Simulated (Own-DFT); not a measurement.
# How strain changes the stress of wurtzite GaN, 96 atoms (Ga48N48)

Calculated results; nothing here was measured. They come from Own-DFT, an in-house plane-wave density functional program, since retired, whose code no person has reviewed. Each row is one single-point run on a periodic cell that was not relaxed, without spin or spin-orbit coupling.

Settings of every run: PBE; PseudoDojo norm-conserving scalar-relativistic files (stringent for Ga); cutoff 96 hartree; 3 x 4 x 3 k mesh centred on Gamma; Gaussian smearing of 0.01 eV.

Known limits: forces on such cells passed a denser k mesh, each cell not checked; stress not checked against mesh or cutoff.

Unstrained cell vectors in Å: (12.756, 0.000, 0.000); (-4.784, 8.285, 0.000); (0.000, 0.000, 10.370). The unstrained cell has measured lattice constants (interpolated for alloys), not those of this functional. That, the random moves and any unrelaxed bonds set the pressure at no strain. Each run strains this cell uniformly, with the atoms carried along. Every atom was also moved at random, by a Gaussian of width 0.05 Å on each axis. Strain is the symmetric tensor, in per cent. Stress is positive in tension, and the pressure is minus a third of its trace.

| run | e_xx (%) | e_yy (%) | e_zz (%) | s_xx (GPa) | s_yy (GPa) | s_zz (GPa) | P (GPa) | E (meV/atom) |
|---|---|---|---|---|---|---|---|---|
| 1 | 0.00 | 0.00 | -1.00 | -6.72 | -8.28 | -13.11 | 9.37 | 33.7 |
| 2 | 0.00 | 0.00 | 2.25 | -5.72 | -5.09 | 2.46 | 2.78 | 8.9 |
| 3 | 0.00 | 0.00 | 3.00 | -4.88 | -4.87 | 4.78 | 1.66 | 8.1 |
| 4 | 0.00 | 0.00 | 2.00 | -4.96 | -5.98 | 1.49 | 3.15 | 5.6 |
| 5 | 0.00 | 0.00 | 2.50 | -5.62 | -5.88 | 3.37 | 2.71 | 15.8 |
| 6 | 0.00 | 0.00 | 1.25 | -5.22 | -6.18 | -1.87 | 4.42 | 0.0 |
| 7 | 0.00 | 0.00 | -1.50 | -6.83 | -9.44 | -15.67 | 10.65 | 45.0 |
| 8 | 0.00 | 0.00 | -2.00 | -9.83 | -7.73 | -16.19 | 11.25 | 28.9 |
| 9 | 0.00 | 0.00 | -0.75 | ? | ? | ? | ? | ? |

E is the free energy for each atom above the lowest run shown.

## Worked fit

The change of volume is close to e_xx + e_yy + e_zz. A straight line through the runs shown gives P = 7.36 - 199 x (fractional change of volume) GPa, with an error of 6 on the slope and a scatter of 0.30 GPa. The strain isn't the same on all axes and the cell isn't cubic, so the slope belongs to this path and is not the bulk modulus.

## Withheld run

Question: what pressure should run 9 give? Its volume changes by -0.75 %.

The line gives 8.9 GPa. The calculation gave 8.68 GPa.
